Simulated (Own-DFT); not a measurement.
# Shaking the atoms of 4H SiC, 32 atoms (C16Si16)

These are calculations, not measurements. They come from Own-DFT, an in-house plane-wave density functional program, since retired, whose code no person has reviewed. Each row is one single-point run on a periodic cell that was not relaxed, without spin or spin-orbit coupling.

Settings of every run: PBE; PseudoDojo norm-conserving scalar-relativistic files; cutoff 42 hartree; 5 x 5 x 3 k mesh centred on Gamma; Fermi-Dirac smearing of 0.1 eV.

Known limits, some of them of some rows only: some atoms lie very close together; forces on such cells passed a denser k mesh, each cell not checked; stress not checked against mesh or cutoff.

Cell vectors in Å: (6.165, 0.000, 0.000); (-3.083, 5.339, 0.000); (0.000, 0.000, 10.068). In each run every atom was moved at random and independently from its ideal site; u is the rms move along one axis. E is the free energy for each atom above the fitted value at u = 0, and F the rms of the force components.

| run | u (Å) | E (meV/atom) | F (eV/Å) | largest force (eV/Å) | P (GPa) |
|---|---|---|---|---|---|
| 1 | 0.0280 | 26.6 | 0.710 | 2.44 | 3.50 |
| 2 | 0.0298 | 35.3 | 0.844 | 2.70 | 3.76 |
| 3 | 0.0325 | 39.3 | 0.893 | 2.46 | 3.84 |
| 4 | 0.0560 | ? | ? | ? | ? |
| 5 | 0.0599 | 142.5 | 1.813 | 5.66 | 6.44 |
| 6 | 0.1040 | 382.6 | 3.375 | 12.53 | 12.22 |
| 7 | 0.1156 | 537.0 | 4.256 | 16.58 | 16.51 |

## Worked fit

For small independent moves the energy grows as E = (3/2) K u², with K the mean stiffness felt by one atom. The runs with u up to 0.11 Å give K = 24.8 ± 1.3 eV/Å², with residuals divided by u² + 0.0006 Å², since the noise grows with the moves. The scatter is 6.5 meV/atom at u = 0.05 Å. The forces follow F = G u with G = 28.9 eV/Å²; no force at u = 0 is resolved. G exceeds K because the moves of its neighbours add to the force on an atom, and stiffness differs between atoms. The pressure follows P = 3.00 + 862 u² GPa: at fixed volume, shortened bonds push harder than stretched ones pull.

## Withheld run

Question: what energy and rms force should run 4 give?

The fit gives 117 ± 10 meV/atom and about 1.62 eV/Å. The calculation gave 114.0 meV/atom and 1.602 eV/Å.
